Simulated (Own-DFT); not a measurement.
# Response to strain: grey tin, 64 atoms (Sn64)

The numbers are computed, not measured, by runs of the plane-wave DFT program Own-DFT (in-house, retired, unreviewed) at fixed positions, with no spin and no spin-orbit coupling.

Common settings: PBE; PseudoDojo norm-conserving scalar-relativistic files; cutoff 42 hartree; 3 x 3 x 3 k mesh centred on Gamma; cold (Marzari-Vanderbilt) smearing of 0.2 eV.

Keep in mind: forces on such cells moved up to 12 meV/angstrom on a denser k mesh; stress not checked against mesh or cutoff.

Unstrained cell vectors in Å: (12.978, 0.000, 0.000); (0.000, 12.978, 0.000); (0.000, 0.000, 12.978). The unstrained cell has measured lattice constants (interpolated for alloys), not those of this functional. That, the random moves and any unrelaxed bonds set the pressure at no strain. Each run strains this cell uniformly, with the atoms carried along. Each atom got a random Gaussian move of width 0.05 Å along each axis. Strains are tensor components in per cent; tension counts as positive stress, and P is minus the mean normal stress.

| run | e_xx (%) | e_yy (%) | e_zz (%) | e_yz (%) | e_xz (%) | e_xy (%) | s_xx (GPa) | s_yy (GPa) | s_zz (GPa) | s_yz (GPa) | s_xz (GPa) | s_xy (GPa) | P (GPa) | E (meV/atom) |
|---|---|---|---|---|---|---|---|---|---|---|---|---|---|---|
| 1 | -0.20 | -0.33 | 0.08 | -1.97 | 0.61 | 1.76 | -4.22 | -4.17 | -4.03 | -2.38 | 0.86 | 2.43 | 4.14 | 31.0 |
| 2 | -1.19 | -1.79 | -1.59 | 1.63 | -0.12 | -0.27 | -6.32 | -6.50 | -6.50 | 2.14 | -0.16 | -0.65 | 6.44 | 65.2 |
| 3 | 0.30 | 0.71 | -0.42 | -1.49 | -1.66 | -1.17 | -3.49 | -3.32 | -3.71 | -1.76 | -1.80 | -1.36 | 3.51 | 17.3 |
| 4 | 1.60 | -0.51 | -0.20 | 0.24 | 1.60 | -0.67 | -2.91 | -3.35 | -3.37 | 0.36 | 1.46 | -0.25 | 3.21 | 4.1 |
| 5 | 1.01 | -1.92 | -1.33 | -1.40 | 1.71 | 0.70 | -4.48 | -5.29 | -5.15 | -1.04 | 1.81 | 0.62 | 4.97 | 39.4 |
| 6 | 0.29 | -1.15 | 0.07 | 0.51 | -0.74 | 0.46 | -3.97 | -4.33 | -4.02 | 0.47 | -1.10 | 0.58 | 4.11 | 18.3 |
| 7 | -1.32 | -0.99 | -2.00 | 1.77 | 0.79 | -0.74 | -6.50 | -6.36 | -6.67 | 2.77 | 1.55 | -1.38 | 6.51 | 82.7 |
| 8 | -1.69 | -0.34 | -1.12 | -0.98 | 0.13 | -0.18 | -5.61 | -5.20 | -5.40 | -1.39 | 0.66 | 0.20 | 5.40 | 33.9 |
| 9 | -1.27 | 1.50 | 0.50 | -1.10 | -0.46 | -0.86 | -3.64 | -2.90 | -3.18 | -0.90 | -0.79 | -0.42 | 3.24 | 0.0 |
| 10 | 0.17 | 1.07 | -0.03 | -0.19 | 1.17 | -1.83 | -3.22 | -2.98 | -3.21 | -0.12 | 1.20 | -2.30 | 3.14 | 5.8 |
| 11 | -1.23 | -1.00 | -1.72 | -1.95 | 1.65 | 0.87 | -6.10 | -6.08 | -6.25 | -2.68 | 1.91 | 1.61 | 6.15 | 63.8 |
| 12 | -0.64 | -0.50 | 1.76 | 1.36 | -0.06 | 1.82 | -3.69 | -3.68 | -3.00 | 1.29 | -0.06 | 1.90 | 3.46 | 14.4 |
| 13 | -0.53 | -0.94 | -0.70 | 1.67 | -1.67 | -1.81 | -4.99 | -5.00 | -5.04 | 1.74 | -1.84 | -1.78 | 5.01 | 39.8 |
| 14 | -0.67 | -1.88 | -1.12 | -1.61 | -1.44 | 1.86 | -5.77 | -6.02 | -5.92 | -1.76 | -1.12 | 1.95 | 5.90 | 56.7 |
| 15 | -0.12 | -0.64 | 1.07 | -0.93 | 1.37 | -0.86 | -3.57 | -3.72 | -3.23 | -0.93 | 1.17 | -0.85 | 3.51 | 7.8 |
| 16 | -1.32 | -1.21 | 1.34 | 1.25 | -0.14 | 0.00 | -4.59 | -4.52 | -3.78 | 1.34 | -0.52 | -0.29 | 4.30 | 20.2 |
| 17 | -0.06 | -0.99 | -0.61 | 1.68 | -1.64 | -1.23 | -4.77 | -5.07 | -4.92 | 2.89 | -1.21 | -1.39 | 4.92 | 50.7 |
| 18 | -1.72 | 0.88 | -1.82 | -0.63 | 0.25 | 0.39 | ? | ? | ? | ? | ? | ? | ? | ? |

E is the free energy for each atom above the lowest run shown.

## Working it out

Regress every stress component on the fractional strains (shears doubled) of the visible runs, with a constant. Shear strains stay in the fit of a normal stress only where such slopes are resolved. The slopes, in GPa:

```
stress  at no strain  per e_xx  per e_yy  per e_zz  scatter
  s_xx          -3.8    75 ± 3    47 ± 3    53 ± 3     0.12
  s_yy          -3.8    49 ± 4    74 ± 4    53 ± 3     0.13
  s_zz          -3.8    47 ± 3    47 ± 3    82 ± 3     0.12
```

The slope of each shear stress on twice its own strain, from a fit on all six strains: yz 61 ± 5, xz 52 ± 3, xy 56 ± 6 GPa. These are stiffnesses along x, y and z of the frame in which the cell vectors are given, which need not be the crystal's axes. No internal relaxation is included, and where it is allowed it would reduce some of the slopes. Symmetry asks for nearly equal slopes across the diagonal; the mismatch is a measure of noise. A ninth of the table's sum, 58 ± 2 GPa, estimates the bulk modulus near the mean pressure of these runs, 4.6 GPa, so it lies above the value at zero pressure.

## Withheld run

The question: what normal stresses and pressure should run 18 give?

The fit gives s_xx = -5.6, s_yy = -4.9, s_zz = -5.7 and P = 5.4 GPa. Computed: -5.33, -4.64, -5.46 and P = 5.14 GPa.
